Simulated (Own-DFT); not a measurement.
## Calculated data, GaP (zincblende, strained, atoms displaced)

Computed with Own-DFT development build. A calculation, not a measurement: plane-wave PBE density functional theory by an unreviewed code, no spin, of a simulated periodic cell, stress positive in tension, free energy of the whole cell less one offset for each atom, forces on such cells passed a denser k mesh, this cell's mesh not checked; offsets are fitted by least squares, one for each functional and potential file, so energies compare only between cells with the same atoms and settings and are not formation energies; the far tail of each file's local potential was reset to the Coulomb form; each entry is a single point on an unrelaxed cell, so the pressure reflects the starting lattice, mostly measured values (interpolated for alloys), from which strain is counted, and rises with the displacements; printed positions are rounded, which can move forces by about a meV/angstrom; the program, named Own-DFT, is a retired in-house code; no spin-orbit coupling.

Common to all runs: functional PBE; potential files PseudoDojo norm-conserving, scalar-relativistic, standard set; wave cutoff 42 hartree; occupations Fermi-Dirac; smearing width 0.1 eV; hardware one NVIDIA H100; k mesh 3 x 3 x 3 centred on Gamma.

(1) GaP (zincblende, strained, atoms displaced)

```
CELL_PARAMETERS angstrom
10.86200 0.00000 0.00000
0.00000 10.86200 0.00000
0.00000 0.00000 10.93610
ATOMIC_POSITIONS crystal
Ga 0.00832 0.01082 0.99163
Ga 0.00217 0.25412 0.26431
Ga 0.24928 0.00769 0.25661
Ga 0.23989 0.25724 0.99323
P 0.12483 0.10558 0.12050
P 0.12200 0.38109 0.37428
P 0.37463 0.12034 0.38324
P 0.36874 0.38498 0.12829
Ga 0.99078 0.99267 0.50082
Ga 0.00972 0.23579 0.74961
Ga 0.25261 0.99668 0.74193
Ga 0.25424 0.26258 0.49724
P 0.12142 0.12976 0.61567
P 0.12801 0.36957 0.87467
P 0.38493 0.11923 0.87203
P 0.38263 0.36667 0.61956
Ga 0.99608 0.51804 0.01740
Ga 0.01233 0.73793 0.25900
Ga 0.24473 0.50675 0.24147
Ga 0.26174 0.74795 0.99449
P 0.11470 0.63277 0.13081
P 0.12854 0.88498 0.37844
P 0.37829 0.62498 0.36330
P 0.36966 0.86797 0.11784
Ga 0.99536 0.50362 0.48316
Ga 0.99734 0.75692 0.75724
Ga 0.25180 0.49787 0.75400
Ga 0.24846 0.74381 0.48702
P 0.12779 0.62069 0.61475
P 0.12128 0.87800 0.86597
P 0.37756 0.62522 0.88308
P 0.37196 0.86746 0.63065
Ga 0.50057 0.99720 0.99315
Ga 0.51343 0.22883 0.25079
Ga 0.75046 0.99638 0.24174
Ga 0.75721 0.25080 0.00841
P 0.61706 0.11617 0.12851
P 0.61514 0.38025 0.36919
P 0.87498 0.11901 0.37876
P 0.87161 0.38113 0.12751
Ga 0.50470 0.00843 0.49240
Ga 0.51206 0.25166 0.74216
Ga 0.73597 0.98498 0.74337
Ga 0.73339 0.25643 0.49941
P 0.62765 0.11273 0.63817
P 0.61219 0.36053 0.87797
P 0.87484 0.11856 0.88259
P 0.88050 0.38318 0.63079
Ga 0.50911 0.50157 0.99159
Ga 0.50174 0.75197 0.24187
Ga 0.75688 0.49299 0.25319
Ga 0.75386 0.75312 0.00139
P 0.62268 0.62031 0.12212
P 0.62138 0.88394 0.38752
P 0.86352 0.62282 0.38280
P 0.86317 0.87669 0.12194
Ga 0.50101 0.50528 0.50298
Ga 0.49565 0.74890 0.73837
Ga 0.74542 0.48885 0.75602
Ga 0.74121 0.74559 0.49387
P 0.62495 0.62233 0.63342
P 0.61412 0.87523 0.88161
P 0.87428 0.60679 0.87667
P 0.88123 0.88559 0.63022
```

- free energy of cell above offsets: -28.234 eV
- pressure: 4.69 GPa
- stress xx: -4.82 GPa
- stress yy: -4.74 GPa
- stress zz: -4.52 GPa
- stress yz: -1.44 GPa
- stress xz: -0.54 GPa
- stress xy: 1.71 GPa
- wall time: 563.4 s

Force:
```csv
element,x (eV/Å),y (eV/Å),z (eV/Å)
Ga,-1.153,-2.263,0.136
Ga,-0.552,-1.314,-1.49
Ga,0.553,-1.003,-0.92
Ga,2.058,-1.689,1.632
P,0.769,3.156,1.327
P,1.18,0.131,-0.338
P,-0.338,1.362,-0.924
P,0.986,-1.638,-0.858
Ga,1.212,1.231,-0.466
Ga,-1.408,1.221,0.639
Ga,-0.245,0.908,0.351
Ga,-0.812,-0.952,-0.127
P,1.191,-0.984,-0.471
P,-1.787,1.623,-0.551
P,-1.413,1.21,-0.507
P,0.012,1.398,0.868
Ga,-0.105,-2.122,-1.341
Ga,-2.48,2.587,1.326
Ga,0.086,-0.26,0.633
Ga,-2.322,0.491,-0.007
P,2.69,-0.115,-1.387
P,-0.614,-1.192,-0.114
P,-0.14,0.016,0.685
P,0.745,1.627,1.334
Ga,0.167,-0.328,2.348
Ga,-0.284,-1.747,-0.959
Ga,0.179,-0.002,-0.537
Ga,0.577,0.383,0.806
P,-0.52,0.241,0.742
P,1.208,-0.104,1.269
P,0.401,-0.728,-1.928
P,-0.135,0.635,-2.367
Ga,-1.088,0.342,1.234
Ga,-2.423,2.382,1.057
Ga,-0.278,0.382,1.454
Ga,-0.843,-0.655,-0.447
P,1.742,-0.41,-1.722
P,0.35,-0.59,0.209
P,-1.02,0.882,-0.469
P,1.36,-0.961,0.221
Ga,-0.835,-0.566,2.603
Ga,-1.583,-1.408,0.041
Ga,1.468,-0.307,2.073
Ga,1.41,-0.397,0.673
P,-0.744,1.866,-2.452
P,2.089,0.929,0.621
P,-0.957,0.788,-1.466
P,-0.263,-1.277,-0.78
Ga,-1.161,-0.449,1.102
Ga,0.157,0.238,0.355
Ga,-1.477,0.908,-0.052
Ga,-0.79,-1.133,-0.704
P,1.24,0.322,0.449
P,0.795,-1.396,-2.359
P,0.728,0.572,-1.558
P,2.678,-0.434,0.168
Ga,-0.505,-0.039,-0.414
Ga,0.189,-0.143,1.823
Ga,-0.156,-0.297,0.019
Ga,0.124,0.961,1.658
P,0.456,-0.083,-0.529
P,1.404,-1.774,-1.449
P,-0.282,2.263,-0.264
P,-1.489,-2.295,0.1
```

(2) GaP (zincblende, strained, atoms displaced)

```
CELL_PARAMETERS angstrom
10.86200 0.00000 0.00000
0.00000 10.86200 0.00000
0.00000 0.00000 10.93610
ATOMIC_POSITIONS crystal
Ga 0.98943 0.01178 0.00248
Ga 0.99184 0.25046 0.24352
Ga 0.25464 0.99651 0.24911
Ga 0.25579 0.24824 0.98456
P 0.11601 0.12893 0.13573
P 0.12433 0.35100 0.38470
P 0.37882 0.13212 0.36231
P 0.37175 0.37472 0.12482
Ga 0.99431 0.99530 0.50573
Ga 0.01099 0.26123 0.75776
Ga 0.25795 0.99014 0.74689
Ga 0.25066 0.23975 0.49894
P 0.12202 0.12852 0.62698
P 0.11865 0.37196 0.86060
P 0.37032 0.12921 0.88266
P 0.37659 0.38622 0.62515
Ga 0.01674 0.48589 0.01076
Ga 0.99681 0.74669 0.25211
Ga 0.25777 0.50922 0.23942
Ga 0.25743 0.75655 0.00255
P 0.13203 0.62157 0.14000
P 0.12385 0.88512 0.38043
P 0.38703 0.62810 0.37339
P 0.37914 0.87186 0.12626
Ga 0.99054 0.50587 0.50854
Ga 0.00897 0.74879 0.73600
Ga 0.25032 0.49797 0.75943
Ga 0.24890 0.75458 0.50896
P 0.14166 0.61775 0.63483
P 0.11270 0.86712 0.87648
P 0.38177 0.63389 0.87598
P 0.37564 0.88532 0.62535
Ga 0.50786 0.00353 0.99840
Ga 0.50361 0.23786 0.25000
Ga 0.75742 0.00528 0.25631
Ga 0.75762 0.26775 0.99401
P 0.62078 0.11952 0.12931
P 0.62140 0.36874 0.37426
P 0.88260 0.12094 0.37613
P 0.88502 0.38451 0.12771
Ga 0.50273 0.00703 0.51331
Ga 0.49904 0.24111 0.75148
Ga 0.75716 0.00069 0.73796
Ga 0.75065 0.24775 0.50401
P 0.61732 0.13333 0.62006
P 0.61261 0.37113 0.86146
P 0.87035 0.11791 0.88494
P 0.88194 0.36618 0.62238
Ga 0.49599 0.49252 0.00322
Ga 0.48788 0.75694 0.24339
Ga 0.75349 0.49517 0.26592
Ga 0.75980 0.76527 0.00932
P 0.61604 0.62428 0.12306
P 0.61723 0.87653 0.37375
P 0.87877 0.64214 0.37164
P 0.87348 0.87811 0.12779
Ga 0.50393 0.50314 0.49986
Ga 0.49478 0.75674 0.75887
Ga 0.74680 0.48624 0.75718
Ga 0.76060 0.76022 0.51159
P 0.63628 0.62761 0.61180
P 0.62411 0.87250 0.87256
P 0.87949 0.61461 0.87161
P 0.87673 0.89021 0.63566
```

* free energy of cell above offsets: -27.434 eV
* pressure: 4.75 GPa
* stress xx: -5.1 GPa
* stress yy: -4.86 GPa
* stress zz: -4.29 GPa
* stress yz: -0.52 GPa
* stress xz: 0.33 GPa
* stress xy: -0.51 GPa
* wall time: 593.7 s

Force:
```csv
element,x (eV/Å),y (eV/Å),z (eV/Å)
Ga,1.842,-1.532,1.005
Ga,0.496,0.139,1.556
Ga,-0.442,0.578,-0.037
Ga,-2.284,1.554,2.45
P,1.531,-0.786,-1.881
P,-0.91,2.949,-1.33
P,-0.959,-1.729,2.285
P,0.185,-0.947,-0.325
Ga,1.043,1.268,-0.347
Ga,-3.188,-3.777,-2.598
Ga,-2.239,1.47,1.571
Ga,0.883,0.274,0.623
P,0.53,-0.996,0.584
P,3.08,2.188,3.879
P,1.652,-2.449,-1.89
P,-0.154,-1.43,0.117
Ga,0.054,1.875,-1.157
Ga,1.554,1.583,-0.914
Ga,0.773,-1.827,2.836
Ga,-1.235,-0.639,-0.312
P,-1.216,1.535,-2.342
P,0.165,-1.351,-0.224
P,-1.585,0.041,0.449
P,-0.976,2.085,-1.303
Ga,1.476,-0.211,-1.004
Ga,-0.769,-0.737,1.119
Ga,1.442,0.233,0.209
Ga,0.417,-0.385,-1.077
P,-1.573,0.793,-1.659
P,1.118,1.106,0.512
P,-1.108,-1.553,0.721
P,0.866,-1.605,-0.328
Ga,-0.608,-0.425,-0.1
Ga,0.26,1.836,-0.945
Ga,-1.241,-0.671,0.06
Ga,-0.99,-0.804,0.445
P,1.871,0.807,-0.744
P,0.419,-0.052,0.436
P,-0.821,0.74,0.378
P,-1.757,-0.472,0.356
Ga,-0.549,-0.621,-2.61
Ga,-1.355,0.559,-0.5
Ga,-2.789,1.892,2.43
Ga,0.319,0.088,-1.045
P,1.662,-0.44,1.14
P,0.603,0.201,2.002
P,-0.659,2.13,-2.073
P,-1.041,0.51,0.954
Ga,0.394,0.616,-0.538
Ga,2.122,-1.35,1.205
Ga,-0.511,1.077,-1.05
Ga,-1.46,-2.522,-1.558
P,1.378,0.179,0.451
P,0.852,0.288,0.634
P,-1.168,-1.903,1.969
P,1.235,0.704,0.981
Ga,0.257,0.044,-0.226
Ga,0.916,-0.315,-1.961
Ga,0.738,1.208,-1.426
Ga,-0.722,0.455,-1.355
P,-0.663,-0.391,2.097
P,1.102,0.98,0.155
P,0.248,0.744,0.727
P,1.492,-2.809,-1.479
```

(3) GaP (zincblende, strained, atoms displaced)

```
CELL_PARAMETERS angstrom
10.86200 0.00000 0.00000
0.00000 10.86200 0.00000
0.00000 0.00000 10.93610
ATOMIC_POSITIONS crystal
Ga 0.99331 0.01178 0.99972
Ga 0.99663 0.23828 0.25306
Ga 0.26468 0.99183 0.25001
Ga 0.24863 0.24350 0.99252
P 0.11759 0.12561 0.12156
P 0.13873 0.37578 0.38715
P 0.36014 0.12917 0.35534
P 0.38857 0.37852 0.12751
Ga 0.00385 0.98598 0.50588
Ga 0.99976 0.24837 0.74771
Ga 0.25353 0.99913 0.74861
Ga 0.25443 0.23691 0.49808
P 0.13425 0.11293 0.63611
P 0.12876 0.37417 0.87002
P 0.38242 0.12648 0.86759
P 0.37579 0.36864 0.62731
Ga 0.99236 0.50843 0.99694
Ga 0.99353 0.75809 0.24400
Ga 0.25733 0.49195 0.25183
Ga 0.27323 0.73154 0.00730
P 0.13462 0.63089 0.12867
P 0.11175 0.87484 0.36464
P 0.37827 0.62661 0.36883
P 0.38226 0.88102 0.11568
Ga 0.00684 0.50066 0.49503
Ga 0.00725 0.75600 0.74926
Ga 0.25384 0.48912 0.75029
Ga 0.25725 0.74832 0.50542
P 0.12121 0.60615 0.62811
P 0.12624 0.87924 0.87670
P 0.36767 0.63427 0.88207
P 0.37123 0.87931 0.62319
Ga 0.49608 0.99823 0.99835
Ga 0.50435 0.24439 0.25003
Ga 0.73735 0.01453 0.25305
Ga 0.74018 0.26410 0.98955
P 0.61919 0.12342 0.12399
P 0.62372 0.38742 0.38396
P 0.87789 0.13359 0.37098
P 0.87590 0.36683 0.12219
Ga 0.48810 0.99159 0.49781
Ga 0.50298 0.26015 0.74207
Ga 0.74706 0.00381 0.74410
Ga 0.74321 0.25207 0.50408
P 0.62933 0.12476 0.61962
P 0.62574 0.37829 0.87319
P 0.87396 0.13352 0.88193
P 0.87765 0.36661 0.62608
Ga 0.51340 0.51218 0.99621
Ga 0.50591 0.74343 0.25560
Ga 0.74721 0.51781 0.24293
Ga 0.75238 0.75994 0.00387
P 0.62867 0.62970 0.11937
P 0.62752 0.88339 0.37794
P 0.88985 0.60333 0.37056
P 0.87538 0.86894 0.13114
Ga 0.50506 0.49754 0.51353
Ga 0.49234 0.73526 0.75385
Ga 0.75209 0.49279 0.75846
Ga 0.75861 0.74757 0.50000
P 0.63467 0.62044 0.62496
P 0.63905 0.86914 0.86372
P 0.86271 0.63894 0.86917
P 0.86792 0.87846 0.62691
```

* free energy of cell above offsets: -28.784 eV
* pressure: 4.52 GPa
* stress xx: -4.58 GPa
* stress yy: -4.34 GPa
* stress zz: -4.65 GPa
* stress yz: 0.19 GPa
* stress xz: 0.13 GPa
* stress xy: 0.04 GPa
* wall time: 574.6 s

Force:
```csv
element,x (eV/Å),y (eV/Å),z (eV/Å)
Ga,0.255,-1.543,0.172
Ga,1.474,2.031,-0.768
Ga,-2.702,-0.787,-1.29
Ga,0.371,0.563,0.652
P,1.598,-0.311,0.531
P,-0.893,-0.801,-1.168
P,2.166,0.076,1.991
P,-0.504,-0.35,-1.144
Ga,-0.254,1.394,-0.324
Ga,0.642,-0.374,0.337
Ga,0.484,-0.67,1.553
Ga,-0.654,0.276,0.93
P,-1.566,1.369,-1.87
P,-0.836,0.033,0.825
P,-0.059,0.026,0.16
P,-0.321,0.56,-1.054
Ga,0.524,-0.075,-0.034
Ga,1.069,-2.265,0.755
Ga,-0.286,0.425,-0.251
Ga,-3.526,3.755,2.614
P,-0.849,-0.937,0.071
P,2.203,-0.012,1.073
P,-0.114,-0.554,1.494
P,-0.245,-1.852,1.358
Ga,0.013,-1.892,1.05
Ga,-0.357,-0.353,-0.124
Ga,-0.108,0.624,0.263
Ga,-1.428,-0.573,-0.926
P,0.977,2.223,0.379
P,0.473,-0.389,0.684
P,2.415,-3.965,-3.303
P,0.415,-1.277,0.947
Ga,1.516,0.469,-1.536
Ga,0.17,1.286,0.464
Ga,1.581,-0.752,0.025
Ga,1.124,-1.639,1.838
P,0.353,0.664,-1.234
P,0.349,-1.115,-1.39
P,-1.367,-1.644,2.084
P,-0.398,1.268,0.282
Ga,0.676,1.534,-0.685
Ga,0.73,-1.43,0.701
Ga,0.639,0.621,0.851
Ga,0.953,0.465,-1.055
P,-1.703,-0.235,0.135
P,-1.504,0.576,-0.585
P,-0.995,-0.247,-1.313
P,-0.144,1.023,-0.312
Ga,-1.396,-0.958,0.027
Ga,0.227,1.359,-0.623
Ga,0.658,-2.384,0.459
Ga,-0.034,-0.205,-0.273
P,-0.098,1.148,0.221
P,-0.107,-1.254,-0.006
P,-1.412,2.967,-0.679
P,-1.337,2.566,-0.98
Ga,-0.868,0.619,-0.722
Ga,1.43,1.426,-1.043
Ga,0.905,0.608,-1.16
Ga,-0.011,-0.288,-0.703
P,-0.619,0.261,0.648
P,-2.078,0.44,0.766
P,1.325,-0.844,0.36
P,1.056,-0.68,-0.144
```

(4) GaP (zincblende, strained, atoms displaced)

```
CELL_PARAMETERS angstrom
10.86200 0.00000 0.00000
0.00000 10.86200 0.00000
0.00000 0.00000 10.93610
ATOMIC_POSITIONS crystal
Ga 0.99594 0.00040 0.99658
Ga 0.00646 0.25017 0.25131
Ga 0.25120 0.99646 0.25004
Ga 0.24100 0.24797 0.99152
P 0.12069 0.12840 0.13346
P 0.11877 0.37370 0.37575
P 0.37517 0.12342 0.37529
P 0.36803 0.38057 0.12941
Ga 0.99502 0.99539 0.48691
Ga 0.99548 0.26039 0.73834
Ga 0.25204 0.99865 0.75038
Ga 0.25098 0.23521 0.49845
P 0.12491 0.12091 0.63335
P 0.11835 0.38352 0.87562
P 0.39521 0.11969 0.87704
P 0.37712 0.37967 0.62522
Ga 0.99715 0.50017 0.01171
Ga 0.99743 0.76529 0.25422
Ga 0.24624 0.50787 0.24860
Ga 0.24742 0.76199 0.00079
P 0.12303 0.62518 0.13173
P 0.12837 0.88188 0.37800
P 0.39042 0.62231 0.38108
P 0.37191 0.87438 0.12888
Ga 0.00663 0.49550 0.49579
Ga 0.99693 0.73128 0.73913
Ga 0.25715 0.49456 0.75032
Ga 0.25885 0.75371 0.48406
P 0.11331 0.62060 0.63518
P 0.11850 0.88260 0.86654
P 0.37939 0.63704 0.87618
P 0.38025 0.86790 0.63199
Ga 0.48939 0.00133 0.00724
Ga 0.49927 0.24336 0.25680
Ga 0.75446 0.99466 0.24015
Ga 0.74652 0.25125 0.99562
P 0.61909 0.12118 0.14074
P 0.62900 0.38080 0.36537
P 0.87473 0.12559 0.37479
P 0.87727 0.37407 0.11871
Ga 0.49317 0.00343 0.49981
Ga 0.50207 0.25196 0.75400
Ga 0.75402 0.99010 0.75937
Ga 0.75569 0.26046 0.49382
P 0.62010 0.12415 0.62451
P 0.62651 0.38254 0.87078
P 0.86788 0.13347 0.88343
P 0.87778 0.37957 0.62094
Ga 0.50103 0.50982 0.99619
Ga 0.50005 0.74705 0.26049
Ga 0.74970 0.50873 0.25290
Ga 0.74961 0.75850 0.99769
P 0.63498 0.62846 0.12312
P 0.62758 0.87717 0.37290
P 0.87650 0.61999 0.36524
P 0.87929 0.87493 0.13553
Ga 0.48914 0.50019 0.48679
Ga 0.50122 0.74919 0.75880
Ga 0.76386 0.49388 0.75213
Ga 0.74625 0.73753 0.49868
P 0.63275 0.62405 0.60471
P 0.61479 0.88997 0.87282
P 0.88060 0.63322 0.87285
P 0.86977 0.87802 0.61531
```

- free energy of cell above offsets: -29.760 eV
- pressure: 4.36 GPa
- stress xx: -4.55 GPa
- stress yy: -4.58 GPa
- stress zz: -3.94 GPa
- stress yz: 0.61 GPa
- stress xz: 1.05 GPa
- stress xy: 0.81 GPa
- wall time: 563.5 s

Force:
```csv
element,x (eV/Å),y (eV/Å),z (eV/Å)
Ga,0.162,0.463,0.659
Ga,-1.473,0.365,0.003
Ga,-0.234,0.956,-0.26
Ga,0.76,-0.019,0.517
P,0.929,-1.093,-1.409
P,1.911,-0.228,-0.048
P,-0.364,-0.415,-0.26
P,0.753,-0.693,-0.804
Ga,0.094,0.877,1.712
Ga,0.66,-1.01,1.402
Ga,0.777,0.112,0.212
Ga,-0.676,1.358,0.749
P,-0.483,0.119,-1.02
P,0.331,-0.514,-0.334
P,-2.977,1.247,-0.643
P,-0.038,-1.146,-0.61
Ga,0.371,0.819,-1.027
Ga,1.072,-1.919,0.619
Ga,0.506,-0.644,0.993
Ga,-0.751,-0.59,-0.325
P,-0.245,1.55,-0.623
P,0.175,-0.751,-0.536
P,-3.554,1.516,-2.387
P,0.367,-0.553,0.347
Ga,-0.765,1.021,0.369
Ga,-1.219,3.67,0.88
Ga,-0.689,1.05,0.53
Ga,-0.382,-0.409,2.061
P,3.382,-1.441,-2.882
P,-0.064,-1.106,0.401
P,-1.315,-1.115,0.416
P,-0.753,0.535,-1.072
Ga,1.437,-0.335,1.233
Ga,-0.297,1.49,-0.378
Ga,-0.729,0.82,1.615
Ga,-1.133,0.498,1.334
P,0.586,0.146,-2.034
P,-0.775,-0.549,0.735
P,-0.16,0.281,-0.778
P,-0.98,-0.48,1.364
Ga,0.849,-0.822,0.494
Ga,0.502,0.256,-0.825
Ga,0.142,1.521,-1.155
Ga,-0.997,-0.88,0.52
P,1.088,0.453,-0.048
P,-0.177,-0.222,0.439
P,1.065,-1.012,-1.65
P,-0.281,-0.045,-0.719
Ga,0.015,-0.503,0.819
Ga,1.09,0.705,-1.425
Ga,0.244,-1.041,-1.543
Ga,-0.039,0.212,-0.243
P,-1.162,0.327,-0.012
P,-0.105,0.008,0.409
P,1.062,1.118,1.456
P,-0.315,0.321,-2.645
Ga,2.927,-2.261,2.574
Ga,1.409,-0.03,-1.556
Ga,-0.945,1.307,-0.324
Ga,1.714,2.248,-1.841
P,-2.179,-2.044,3.428
P,0.512,-1.44,1.163
P,-0.972,-0.947,1.326
P,0.336,-1.108,0.632
```

(5) GaP (zincblende, strained, atoms displaced)

```
CELL_PARAMETERS angstrom
10.86200 0.00000 0.00000
0.00000 10.86200 0.00000
0.00000 0.00000 10.93610
ATOMIC_POSITIONS crystal
Ga 0.00151 0.98833 0.98999
Ga 0.00551 0.24920 0.25332
Ga 0.24812 0.99339 0.25084
Ga 0.25096 0.25528 0.00586
P 0.12199 0.12055 0.12148
P 0.12745 0.36984 0.37429
P 0.38715 0.13433 0.37947
P 0.37606 0.37350 0.11469
Ga 0.00227 0.98921 0.50037
Ga 0.99419 0.26407 0.76118
Ga 0.25416 0.00009 0.76043
Ga 0.24578 0.24333 0.51045
P 0.12941 0.12228 0.61879
P 0.11073 0.36251 0.88413
P 0.36075 0.12523 0.87603
P 0.36936 0.36983 0.62908
Ga 0.01120 0.51272 0.99840
Ga 0.99141 0.74391 0.24806
Ga 0.24459 0.49762 0.22827
Ga 0.26132 0.74845 0.00008
P 0.12595 0.62458 0.12305
P 0.13321 0.87206 0.36628
P 0.38324 0.62513 0.37454
P 0.37549 0.87778 0.11864
Ga 0.00290 0.49772 0.50787
Ga 0.00558 0.75029 0.75163
Ga 0.25189 0.50215 0.73887
Ga 0.24115 0.75475 0.49487
P 0.12153 0.62549 0.61439
P 0.12604 0.87067 0.88230
P 0.37393 0.62175 0.87626
P 0.38201 0.88266 0.60872
Ga 0.50492 0.00169 0.01453
Ga 0.50158 0.25565 0.24187
Ga 0.75033 0.98063 0.25231
Ga 0.75228 0.25673 0.99627
P 0.61851 0.13706 0.13048
P 0.62092 0.36590 0.36955
P 0.87079 0.13144 0.37825
P 0.87280 0.38377 0.12248
Ga 0.49956 0.98626 0.49981
Ga 0.48459 0.25029 0.76578
Ga 0.75023 0.98726 0.75075
Ga 0.74210 0.23651 0.51930
P 0.62613 0.13579 0.62811
P 0.62846 0.38008 0.87654
P 0.86478 0.12496 0.87613
P 0.86333 0.37583 0.63247
Ga 0.50867 0.50867 0.00710
Ga 0.50319 0.74693 0.23342
Ga 0.73326 0.50452 0.26376
Ga 0.75308 0.75306 0.99480
P 0.62616 0.63065 0.12664
P 0.61941 0.87987 0.37511
P 0.87745 0.62880 0.36889
P 0.88706 0.86633 0.12808
Ga 0.49506 0.49258 0.49092
Ga 0.48997 0.75604 0.74339
Ga 0.75207 0.49419 0.73328
Ga 0.74635 0.75464 0.48813
P 0.61933 0.62525 0.62494
P 0.61544 0.87420 0.87837
P 0.87698 0.61165 0.87393
P 0.87405 0.87314 0.62454
```

* free energy of cell above offsets: -28.958 eV
* pressure: 4.53 GPa
* stress xx: -4.8 GPa
* stress yy: -4.69 GPa
* stress zz: -4.1 GPa
* stress yz: -0.12 GPa
* stress xz: 0.78 GPa
* stress xy: -0.44 GPa
* wall time: 575.5 s

Force:
```csv
element,x (eV/Å),y (eV/Å),z (eV/Å)
Ga,-0.95,1.876,0.992
Ga,-1.124,0.031,-0.677
Ga,1.147,1.871,-0.472
Ga,-1.104,-1.161,-0.605
P,0.244,-0.136,0.296
P,0.398,0.792,0.332
P,-1.076,-1.025,-0.324
P,0.631,0.925,0.618
Ga,-0.082,1.154,-0.609
Ga,-0.981,-2.394,-1.697
Ga,-0.972,-0.639,-1.856
Ga,1.055,0.765,-1.62
P,-1.645,-0.894,2.046
P,2.404,2.34,0.378
P,1.543,-0.053,1.708
P,0.685,0.289,-0.559
Ga,-1.222,-1.607,0.023
Ga,2.131,-0.118,0.273
Ga,1.014,-0.489,2.301
Ga,-0.861,-0.201,0.044
P,0.174,1.651,-0.036
P,-2.079,-0.401,0.321
P,-1.442,0.315,-1.122
P,-0.14,-0.289,1.027
Ga,-1.078,-0.868,-1.427
Ga,-0.787,-0.559,-0.046
Ga,-0.869,-0.231,1.108
Ga,1.591,-0.801,-0.048
P,0.749,0.713,1.407
P,1.092,-0.69,-1.307
P,0.26,0.037,-0.716
P,-3.062,-1.92,2.957
Ga,-0.243,0.947,-1.247
Ga,-1.369,0.081,0.82
Ga,0.554,2.26,-0.319
Ga,-0.236,-0.115,0.894
P,2.102,-1.691,-0.997
P,0.48,0.263,1.611
P,0.211,-1.288,-0.02
P,0.334,0.118,0.82
Ga,1.633,3.928,-1.15
Ga,1.315,0.427,-0.664
Ga,-0.591,1.316,0.085
Ga,2.257,2.221,-3.159
P,-3.059,-3.372,2.668
P,-0.746,0.082,-0.461
P,0.916,-0.895,-0.299
P,2.555,-1.631,-2.385
Ga,-0.414,-0.743,-1.03
Ga,-1.159,0.996,1.864
Ga,1.436,-0.286,-1.07
Ga,0.286,-0.589,-0.076
P,1.352,-0.384,-0.584
P,0.08,-1.485,-1.031
P,-0.853,-1.235,1.542
P,-1.597,1.12,-1.34
Ga,0.345,-0.176,0.893
Ga,0.342,-0.6,0.314
Ga,-2.129,2.249,2.473
Ga,0.139,-0.656,0.981
P,0.253,0.035,-0.741
P,0.41,0.058,-0.226
P,-0.455,1.479,-0.757
P,0.21,-0.717,-0.117
```
